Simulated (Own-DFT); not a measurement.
Simulation results for AlGa3N4 (wurtzite random alloy, strained, atoms displaced), InGa3P4 (zincblende random alloy, strained, atoms displaced)

All values are calculated (Own-DFT development build). A calculation, not a measurement: plane-wave PBE density functional theory by an unreviewed code, no spin, of a simulated periodic cell, stress positive in tension, free energy of the whole cell less one offset for each atom, forces on such cells passed a denser k mesh, this cell's mesh not checked; offsets are fitted by least squares, one for each functional and potential file, so energies compare only between cells with the same atoms and settings and are not formation energies; the far tail of each file's local potential was reset to the Coulomb form; each entry is a single point on an unrelaxed cell, so the pressure reflects the starting lattice, mostly measured values, from which strain is counted, and rises with the displacements; printed positions are rounded, which can move forces by about a meV/angstrom; the program is a retired in-house code; no spin-orbit coupling.

Settings shared by all entries: functional PBE; potential files PseudoDojo norm-conserving, scalar-relativistic, standard set; wave cutoff 42 hartree; occupations Fermi-Dirac; smearing width 0.1 eV.

(1) 
```cif
# cell vector a (Å): 9.7708 0.0000 0.0000
# cell vector b (Å): -4.8854 8.4617 0.0000
# cell vector c (Å): 0.0000 0.0000 10.2685
data_AlGa3N4
_symmetry_space_group_name_H-M 'P 1'
_symmetry_Int_Tables_number 1
_cell_length_a 9.7708
_cell_length_b 9.7707
_cell_length_c 10.2685
_cell_angle_alpha 90.000
_cell_angle_beta 90.000
_cell_angle_gamma 120.000
_cell_volume 848.97
loop_
_atom_site_label
_atom_site_type_symbol
_atom_site_fract_x
_atom_site_fract_y
_atom_site_fract_z
_atom_site_occupancy
Al1 Al 0.10494 0.21895 0.00036 1
Ga1 Ga 0.21391 0.11306 0.25370 1
N1 N 0.11237 0.22243 0.19087 1
N2 N 0.22471 0.10709 0.44654 1
Al2 Al 0.12276 0.22703 0.50247 1
Ga2 Ga 0.21395 0.09934 0.75029 1
N3 N 0.10686 0.21817 0.68329 1
N4 N 0.21962 0.10727 0.94173 1
Ga3 Ga 0.11201 0.55542 0.00188 1
Al3 Al 0.22465 0.46092 0.23986 1
N5 N 0.10446 0.55930 0.18637 1
N6 N 0.22079 0.45168 0.43568 1
Al4 Al 0.11218 0.55650 0.49887 1
Ga4 Ga 0.21655 0.45425 0.74841 1
N7 N 0.11031 0.55715 0.68455 1
N8 N 0.22484 0.44257 0.94267 1
Ga5 Ga 0.09993 0.87809 0.98947 1
Al5 Al 0.22598 0.78020 0.24959 1
N9 N 0.10562 0.87993 0.19265 1
N10 N 0.21955 0.78829 0.44090 1
Ga6 Ga 0.10917 0.89379 0.50086 1
Ga7 Ga 0.22767 0.78363 0.75721 1
N11 N 0.09861 0.88693 0.69141 1
N12 N 0.23790 0.79181 0.94389 1
Ga8 Ga 0.44556 0.22394 0.99163 1
Ga9 Ga 0.54918 0.09503 0.25357 1
N13 N 0.44774 0.22287 0.18494 1
N14 N 0.55102 0.10737 0.44470 1
Ga10 Ga 0.44792 0.22642 0.50272 1
Ga11 Ga 0.55620 0.11527 0.74821 1
N15 N 0.43944 0.22942 0.69166 1
N16 N 0.56130 0.11341 0.93253 1
Ga12 Ga 0.44297 0.55702 0.99427 1
Ga13 Ga 0.54926 0.44419 0.24860 1
N17 N 0.44484 0.55871 0.18455 1
N18 N 0.55522 0.45136 0.44359 1
Ga14 Ga 0.44729 0.55131 0.50338 1
Al6 Al 0.55519 0.43338 0.74769 1
N19 N 0.43972 0.54768 0.68398 1
N20 N 0.55221 0.43769 0.92846 1
Ga15 Ga 0.44694 0.89026 0.00033 1
Ga16 Ga 0.56022 0.77235 0.24911 1
N21 N 0.43457 0.88305 0.18658 1
N22 N 0.55907 0.78617 0.44409 1
Ga17 Ga 0.44224 0.88233 0.50581 1
Ga18 Ga 0.55390 0.77369 0.75132 1
N23 N 0.43934 0.88423 0.69272 1
N24 N 0.55397 0.77731 0.94111 1
Al7 Al 0.77630 0.21791 0.99821 1
Ga19 Ga 0.88714 0.11063 0.25012 1
N25 N 0.78556 0.22817 0.18471 1
N26 N 0.89548 0.11676 0.44470 1
Ga20 Ga 0.77785 0.22277 0.50024 1
Al8 Al 0.89578 0.12169 0.73863 1
N27 N 0.76974 0.22426 0.68726 1
N28 N 0.88263 0.10830 0.93660 1
Ga21 Ga 0.78031 0.55144 0.00687 1
Ga22 Ga 0.89095 0.45034 0.24428 1
N29 N 0.77597 0.55482 0.19353 1
N30 N 0.88453 0.43548 0.43371 1
Ga23 Ga 0.77734 0.54730 0.50611 1
Ga24 Ga 0.89701 0.44746 0.76250 1
N31 N 0.76126 0.54411 0.68977 1
N32 N 0.88813 0.44491 0.94019 1
Ga25 Ga 0.78905 0.89288 0.00432 1
Ga26 Ga 0.89461 0.77839 0.26096 1
N33 N 0.78438 0.89390 0.19184 1
N34 N 0.89579 0.78862 0.43414 1
Al9 Al 0.78463 0.89093 0.49532 1
Ga27 Ga 0.89814 0.78311 0.74810 1
N35 N 0.78191 0.88787 0.69521 1
N36 N 0.89046 0.77951 0.93819 1
_calc_k_mesh '4 x 4 x 3 centred on Gamma'
_calc_free_energy_of_cell_above_offsets '6.702'  # eV
_calc_pressure -2.63  # GPa
_calc_stress_xx 5.17  # GPa
_calc_stress_yy 6.82  # GPa
_calc_stress_zz -4.1  # GPa
_calc_stress_yz -0.06  # GPa
_calc_stress_xz 0.68  # GPa
_calc_stress_xy -0.71  # GPa
```

Force:
| element | x (eV/Å) | y (eV/Å) | z (eV/Å) |
| --- | --- | --- | --- |
| Al | 0.556 | -0.224 | -0.15 |
| Ga | 1.724 | -0.729 | -0.645 |
| N | -0.829 | 1.486 | -0.859 |
| N | -1.051 | 1.865 | -0.376 |
| Al | -1.001 | 0.093 | -1.145 |
| Ga | -0.248 | 1.925 | 0.291 |
| N | -0.151 | 0.724 | 0.738 |
| N | -1.018 | 0.224 | -0.167 |
| Ga | 0.18 | 0.511 | -0.724 |
| Al | 0.408 | -1.624 | 1.175 |
| N | 1.8 | 0.863 | 0.876 |
| N | 0.278 | -0.53 | -0.384 |
| Al | -0.56 | 0.277 | -0.797 |
| Ga | 2.021 | -1.316 | -0.045 |
| N | -0.815 | 0.655 | 0.255 |
| N | -1.29 | -0.738 | -0.213 |
| Ga | 1.439 | 1.628 | 2.287 |
| Al | -1.428 | 0.16 | 0.323 |
| N | 0.859 | 0.661 | -0.537 |
| N | 1.059 | -2.04 | -0.548 |
| Ga | 0.487 | -0.555 | -0.063 |
| Ga | -0.517 | -0.391 | -0.983 |
| N | 3.053 | 0.186 | -0.592 |
| N | -1.77 | -2.083 | -0.541 |
| Ga | 0.005 | -0.709 | 0.845 |
| Ga | -0.334 | 1.917 | -0.342 |
| N | -0.395 | -0.359 | 0.689 |
| N | 0.378 | 0.14 | -0.178 |
| Ga | -0.018 | -0.392 | -0.451 |
| Ga | -0.425 | -0.533 | -0.496 |
| N | 0.532 | -1.634 | -0.032 |
| N | 0.204 | 0.172 | 1.432 |
| Ga | 1.156 | -0.146 | -0.221 |
| Ga | 0.692 | -0.632 | 0.119 |
| N | -0.702 | -0.553 | 0.483 |
| N | 1.129 | -0.935 | -1.041 |
| Ga | -1.577 | 1.217 | -0.969 |
| Al | -1.542 | 1.432 | 0.076 |
| N | 0.216 | 0.156 | 2.23 |
| N | 0.2 | 1.198 | 1.05 |
| Ga | 0.988 | 0.954 | -0.235 |
| Ga | -0.642 | 0.988 | 0.362 |
| N | 0.91 | -0.439 | 0.878 |
| N | 1.428 | -0.664 | -0.544 |
| Ga | -0.725 | 0.586 | -0.583 |
| Ga | 0.691 | 0.106 | -0.41 |
| N | 0.367 | 0.634 | 0.186 |
| N | 0.639 | 0.157 | 0.181 |
| Al | -0.079 | -0.029 | -0.001 |
| Ga | 0.164 | 0.957 | 0.473 |
| N | -0.656 | -0.898 | -0.278 |
| N | 0.667 | -0.773 | 0.065 |
| Ga | -0.039 | -0.441 | -0.539 |
| Al | -0.847 | -1.644 | 0.801 |
| N | 1.977 | 0.209 | 0.828 |
| N | 0.757 | 1.47 | -0.417 |
| Ga | -1.426 | 0.43 | -0.978 |
| Ga | -0.502 | -1.231 | 0.752 |
| N | -0.518 | 0.38 | -0.03 |
| N | 0.566 | 1.752 | 0.857 |
| Ga | -0.015 | 0.515 | -1.047 |
| Ga | -1.411 | -0.316 | -2.928 |
| N | 1.772 | 1.054 | 0.76 |
| N | 0.762 | -0.655 | 1.75 |
| Ga | -1.146 | -0.345 | -0.866 |
| Ga | -0.197 | -0.253 | -3.142 |
| N | -0.206 | -0.844 | 0.252 |
| N | -0.934 | -0.922 | 3.422 |
| Al | -0.815 | 0.395 | 1.102 |
| Ga | -3.094 | -2.081 | 0.481 |
| N | -0.645 | 1.026 | -1.516 |
| N | -0.497 | -1.448 | -0.002 |

(2) 
```cif
# cell vector a (Å): 11.3066 0.0000 0.0000
# cell vector b (Å): 0.0000 11.3066 0.0000
# cell vector c (Å): 0.0000 0.0000 10.9332
data_InGa3P4
_symmetry_space_group_name_H-M 'P 1'
_symmetry_Int_Tables_number 1
_cell_length_a 11.3066
_cell_length_b 11.3066
_cell_length_c 10.9332
_cell_angle_alpha 90.000
_cell_angle_beta 90.000
_cell_angle_gamma 90.000
_cell_volume 1397.69
loop_
_atom_site_label
_atom_site_type_symbol
_atom_site_fract_x
_atom_site_fract_y
_atom_site_fract_z
_atom_site_occupancy
Ga1 Ga 0.99332 0.00319 0.99655 1
Ga2 Ga 0.00089 0.24900 0.25028 1
Ga3 Ga 0.24571 0.99396 0.23936 1
Ga4 Ga 0.25012 0.24772 0.99202 1
P1 P 0.12823 0.11833 0.13040 1
P2 P 0.12546 0.37865 0.37624 1
P3 P 0.37621 0.12835 0.37754 1
P4 P 0.37044 0.37037 0.12751 1
In1 In 0.99828 0.99327 0.49887 1
In2 In 0.99870 0.25413 0.75404 1
Ga5 Ga 0.25396 0.00563 0.75283 1
Ga6 Ga 0.25140 0.24820 0.49996 1
P5 P 0.12304 0.13066 0.61439 1
P6 P 0.11382 0.38626 0.86261 1
P7 P 0.37500 0.12597 0.87324 1
P8 P 0.37230 0.36760 0.62833 1
Ga7 Ga 0.99880 0.49711 0.00453 1
Ga8 Ga 0.99819 0.74690 0.24673 1
Ga9 Ga 0.24908 0.50471 0.25227 1
Ga10 Ga 0.24806 0.75391 0.99402 1
P9 P 0.12057 0.62053 0.13615 1
P10 P 0.12304 0.87438 0.37451 1
P11 P 0.37881 0.62149 0.38086 1
P12 P 0.36419 0.86732 0.13856 1
Ga11 Ga 0.00605 0.49659 0.50772 1
Ga12 Ga 0.00180 0.74878 0.74865 1
Ga13 Ga 0.25659 0.49781 0.74977 1
In3 In 0.25025 0.75204 0.49946 1
P13 P 0.12736 0.62746 0.62669 1
P14 P 0.12944 0.87309 0.87101 1
P15 P 0.37884 0.62967 0.87048 1
P16 P 0.37325 0.87263 0.62308 1
Ga14 Ga 0.49805 0.99595 0.00032 1
Ga15 Ga 0.49953 0.25764 0.24295 1
Ga16 Ga 0.74876 0.00241 0.24856 1
Ga17 Ga 0.74381 0.25107 0.00299 1
P17 P 0.62976 0.12360 0.11748 1
P18 P 0.62187 0.37276 0.37605 1
P19 P 0.87278 0.12522 0.37717 1
P20 P 0.87358 0.36893 0.12342 1
In4 In 0.49654 0.99733 0.50367 1
Ga18 Ga 0.50127 0.24920 0.75610 1
Ga19 Ga 0.75091 0.00715 0.74865 1
Ga20 Ga 0.74113 0.24753 0.50272 1
P21 P 0.62934 0.12204 0.62449 1
P22 P 0.61836 0.38057 0.88191 1
P23 P 0.87738 0.12709 0.87410 1
P24 P 0.87402 0.37720 0.62253 1
Ga21 Ga 0.50467 0.50502 0.00275 1
Ga22 Ga 0.50279 0.74977 0.24614 1
In5 In 0.75486 0.49980 0.25217 1
In6 In 0.74504 0.74400 0.99479 1
P25 P 0.62306 0.61967 0.12656 1
P26 P 0.62656 0.87364 0.37039 1
P27 P 0.87347 0.62598 0.37458 1
P28 P 0.87493 0.88564 0.12539 1
Ga23 Ga 0.49851 0.50195 0.50184 1
In7 In 0.50348 0.75262 0.74920 1
In8 In 0.74978 0.49410 0.74480 1
Ga24 Ga 0.74714 0.74358 0.49814 1
P29 P 0.63998 0.62460 0.62865 1
P30 P 0.62354 0.86864 0.87677 1
P31 P 0.88333 0.62379 0.87007 1
P32 P 0.87077 0.87858 0.63143 1
_calc_k_mesh '3 x 3 x 3 centred on Gamma'
_calc_free_energy_of_cell_above_offsets '-30.099'  # eV
_calc_pressure 2.57  # GPa
_calc_stress_xx -1.98  # GPa
_calc_stress_yy -2.06  # GPa
_calc_stress_zz -3.68  # GPa
_calc_stress_yz 0.21  # GPa
_calc_stress_xz -0.07  # GPa
_calc_stress_xy 0.16  # GPa
```

Force:
| element | x (eV/Å) | y (eV/Å) | z (eV/Å) |
| --- | --- | --- | --- |
| Ga | 0.92 | -0.297 | 0.284 |
| Ga | 0.055 | -0.129 | 0.273 |
| Ga | 0.071 | 0.571 | 1.896 |
| Ga | -0.719 | 0.483 | 0.459 |
| P | -0.731 | 0.977 | -1.321 |
| P | 0.099 | -0.387 | -0.022 |
| P | -0.749 | 0.43 | -1.607 |
| P | -0.12 | 1.007 | -0.831 |
| In | -0.27 | 0.525 | 0.185 |
| In | -0.164 | -0.923 | -1.509 |
| Ga | -0.593 | -0.255 | -0.894 |
| Ga | -0.121 | 0.257 | -0.46 |
| P | 1.376 | -0.405 | 1.158 |
| P | 2.507 | 0.849 | 2.357 |
| P | 0.385 | -0.311 | 0.378 |
| P | 0.609 | 0.531 | -0.125 |
| Ga | 0.006 | 0.299 | -0.093 |
| Ga | -0.317 | 0.782 | 0.432 |
| Ga | 0.38 | -0.595 | 0.322 |
| Ga | 0.03 | -0.785 | 0.683 |
| P | 0.377 | 0.347 | -1.464 |
| P | 0.195 | -0.405 | -2.158 |
| P | 0.6 | -0.217 | -1.341 |
| P | 1.205 | -0.073 | -1.69 |
| Ga | -0.316 | 0.521 | -0.506 |
| Ga | -0.008 | 0.304 | -0.061 |
| Ga | -0.331 | 0.417 | -0.006 |
| In | -0.287 | -0.384 | -0.524 |
| P | -0.698 | -1.168 | 0.767 |
| P | -0.694 | 0.765 | 0.069 |
| P | -1.213 | -1.504 | 1.497 |
| P | -0.684 | 1.092 | 1.642 |
| Ga | -0.168 | -0.174 | 0.277 |
| Ga | 0.186 | -1.005 | 0.567 |
| Ga | 0.206 | 0.168 | 0.206 |
| Ga | 0.538 | 0.061 | -0.648 |
| P | -1.069 | -0.113 | 0.743 |
| P | -0.609 | -0.36 | 0.615 |
| P | -0.908 | 0.92 | -0.795 |
| P | 0.881 | -0.541 | -0.645 |
| In | 0.465 | 0.223 | -0.761 |
| Ga | 0.189 | 0.067 | -0.398 |
| Ga | 0.002 | -0.583 | 0.683 |
| Ga | 0.864 | 0.384 | -0.505 |
| P | -0.104 | 1.025 | 1.217 |
| P | -0.005 | -1.235 | 0.086 |
| P | -1.599 | -0.653 | 0.983 |
| P | 0.156 | -1.051 | -1.964 |
| Ga | -1.438 | -0.296 | 0.101 |
| Ga | -0.158 | -0.384 | 0.629 |
| In | -0.465 | -0.689 | 0.064 |
| In | 1.507 | 0.054 | 0.836 |
| P | -1.119 | 0.496 | 0.176 |
| P | 0.51 | -0.59 | -0.321 |
| P | 1.587 | 0.878 | 1.285 |
| P | 0.271 | -0.83 | 0.195 |
| Ga | 0.49 | -0.532 | 0.487 |
| In | 0.007 | -0.401 | -1.121 |
| In | 0.564 | -0.254 | 1.675 |
| Ga | 0.567 | 0.88 | -0.182 |
| P | -2.271 | 0.68 | -2.088 |
| P | 0.114 | 3.282 | -0.128 |
| P | 0.684 | -0.247 | 0.578 |
| P | -0.673 | -1.496 | 0.36 |
